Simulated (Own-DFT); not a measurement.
# Short bonds, stiff crystals?

Calculated, not measured: single-point runs of Own-DFT, a retired in-house plane-wave DFT program that no person has reviewed, on unrelaxed cells, without spin or spin-orbit coupling.

Caveats (not all hold for every row): forces on such cells moved up to 12 meV/angstrom on a denser k mesh; forces not confirmed at this smearing and k mesh; k mesh not checked against a denser one; forces on such cells passed a denser k mesh, each cell not checked; stress not checked against mesh or cutoff.

All runs are PBE with PseudoDojo norm-conserving files; cutoff and k mesh are each material's own. Every cell starts from measured lattice constants and was given uniform random strains and small random moves of its atoms. Each triple is the change of volume in per cent, the rms move u in Å and the pressure in GPa.

- wurtzite AlN (Al36N36), 10.45 Å³/atom unstrained: (-3.87, 0.051, 14.75); (-0.20, 0.045, 5.57); (0.19, 0.047, 5.12); (0.81, 0.047, 3.91); (2.31, 0.052, 1.36); (2.33, 0.050, 0.85); (2.42, 0.051, 1.44)
- wurtzite GaN (Ga48N48), 11.42 Å³/atom unstrained: (-2.99, 0.047, 13.31); (-1.73, 0.049, 10.58); (-1.35, 0.052, 10.12); (-0.30, 0.046, 7.68); (0.16, 0.048, 6.92); (0.38, 0.052, 6.73); (2.47, 0.050, 2.50)
- diamond silicon (Si64), 20.02 Å³/atom unstrained: (-1.35, 0.054, 4.09); (-0.99, 0.048, 3.59); (-0.96, 0.047, 3.75); (0.21, 0.054, 2.60); (0.87, 0.053, 1.65); (1.49, 0.049, 1.33); (3.31, 0.048, -0.37)
- zincblende GaAs (As32Ga32), 22.58 Å³/atom unstrained: withheld
- zincblende InP (In48P48), 25.27 Å³/atom unstrained: (-2.80, 0.051, 5.94); (-2.29, 0.048, 5.45); (-1.65, 0.053, 5.04); (-1.13, 0.048, 4.64); (-0.89, 0.053, 4.41); (-0.04, 0.049, 3.71); (1.74, 0.051, 2.48)
- grey tin (Sn64), 34.15 Å³/atom unstrained: (-2.58, 0.049, 5.11); (-2.37, 0.053, 5.10); (-0.70, 0.052, 4.11); (-0.61, 0.051, 4.08); (-0.48, 0.049, 3.97); (0.95, 0.045, 3.09); (1.66, 0.051, 2.95)

## What the rows give

Fit a line to each set against the fractional change of volume; B is minus its slope, and u is nearly the same within a set. To take it to zero pressure, assume that B rises by 4 GPa for each GPa: B0 = B - 4 x (mean pressure). The bond length of an ideal tetrahedral crystal with the unstrained volume v is d = (√3/4)(8 v)^(1/3). Cohen's empirical rule reads B0 = (1971 - 220 L) d^(-3.5) GPa, with L = 0 for group IV crystals and SiC and 1 for III-V compounds.

| material | L | d (Å) | B (GPa) | mean P (GPa) | B0 (GPa) | rule (GPa) |
|---|---|---|---|---|---|---|
| wurtzite AlN (Al36N36) | 1 | 1.893 | 214 ± 11 | 4.7 | 195 ± 11 | 188 |
| wurtzite GaN (Ga48N48) | 1 | 1.950 | 197 ± 4 | 8.3 | 164 ± 4 | 169 |
| diamond silicon (Si64) | 0 | 2.352 | 96 ± 3 | 2.4 | 86 ± 3 | 99 |
| zincblende GaAs (As32Ga32) | 1 | 2.448 | ? | ? | ? | 76 |
| zincblende InP (In48P48) | 1 | 2.541 | 76 ± 1 | 4.5 | 58 ± 1 | 67 |
| grey tin (Sn64) | 0 | 2.810 | 55 ± 2 | 4.1 | 38 ± 2 | 53 |

A line through ln[B0/(1971 - 220 L)] against ln d has a slope of -4.3 ± 0.1 and a scatter of 5 %. Against the rule, B0 stands at 104 % for wurtzite AlN, 97 % for wurtzite GaN, 87 % for diamond silicon, 86 % for zincblende InP, 72 % for grey tin. PBE tends to make silicon and heavier crystals too soft, and the rule itself is only a guide.

## Prediction

Asked: what B0 does the fitted trend give for zincblende GaAs (As32Ga32)?

From the line: 64 GPa. Its own runs give B = 79 ± 2 GPa at a mean pressure of 4.3 GPa, so B0 = 62 GPa.
